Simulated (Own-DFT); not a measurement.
# Misfit strain and the stress it brings: wurtzite AlGaN with randomly placed atoms, 72 atoms (Al9Ga27N36)

Everything here is calculated. The program is Own-DFT (plane waves, in-house, since retired, never reviewed by a person); positions were held fixed, and spin and spin-orbit coupling were off.

Common settings: PBE; PseudoDojo norm-conserving scalar-relativistic files; cutoff 42 hartree; 4 x 4 x 3 k mesh centred on Gamma; Fermi-Dirac smearing of 0.1 eV.

Keep in mind: forces on such cells passed a denser k mesh, each cell not checked; stress not checked against mesh or cutoff.

Unstrained cell vectors in Å: (9.509, 0.000, 0.000); (-4.755, 8.235, 0.000); (0.000, 0.000, 10.268). The unstrained cell has measured lattice constants (interpolated for alloys), not those of this functional. That, the random moves and any unrelaxed bonds set the pressure at no strain. Each run strains x and y alike by e, as a substrate would, and holds the height along z. Each coordinate of each atom was shifted by a normal deviate of width 0.05 Å. The random placing of the alloy's atoms differs from row to row. Stress is positive in tension.

```
e (%)  u (Å)  (s_xx + s_yy)/2 (GPa)  s_zz (GPa)
-1.50  0.052                 -17.74       -8.66
-1.00  0.047                 -12.39       -9.75
-0.50  0.049                 -10.69       -6.98
-0.25  0.050                      ?           ?
 0.25  0.047                  -5.38       -8.46
 0.50  0.050                  -4.94       -7.61
 1.00  0.051                  -2.22       -7.16
 2.00  0.047                   2.20       -3.69
 2.25  0.047                   3.93       -4.80
 2.75  0.052                   5.74       -3.72
```

## Worked fit

With e as a fraction, the in-plane stress is -7.4 + 581 e - 4039 e² GPa (errors 25 and 1396, scatter 0.70), and s_zz is -7.6 + 133 e GPa (slope ± 25, scatter 1.03). At e = 0 the first slope is C11 + C12 and the second 2 C13, both with the ions held to the strained lattice and at the cell's own pressure. A free layer would change its height as e changes, and the in-plane slope would drop by 2 C13²/C33 to the biaxial modulus. At fixed height, a misfit of 1 % moves the in-plane stress by about 5.8 GPa and s_zz by 1.3 GPa.

## Check

Question: what are the two stresses at e = -0.25 %?

From the fit: -8.8 and -7.9 GPa. The run itself gave -9.08 and -6.68 GPa.
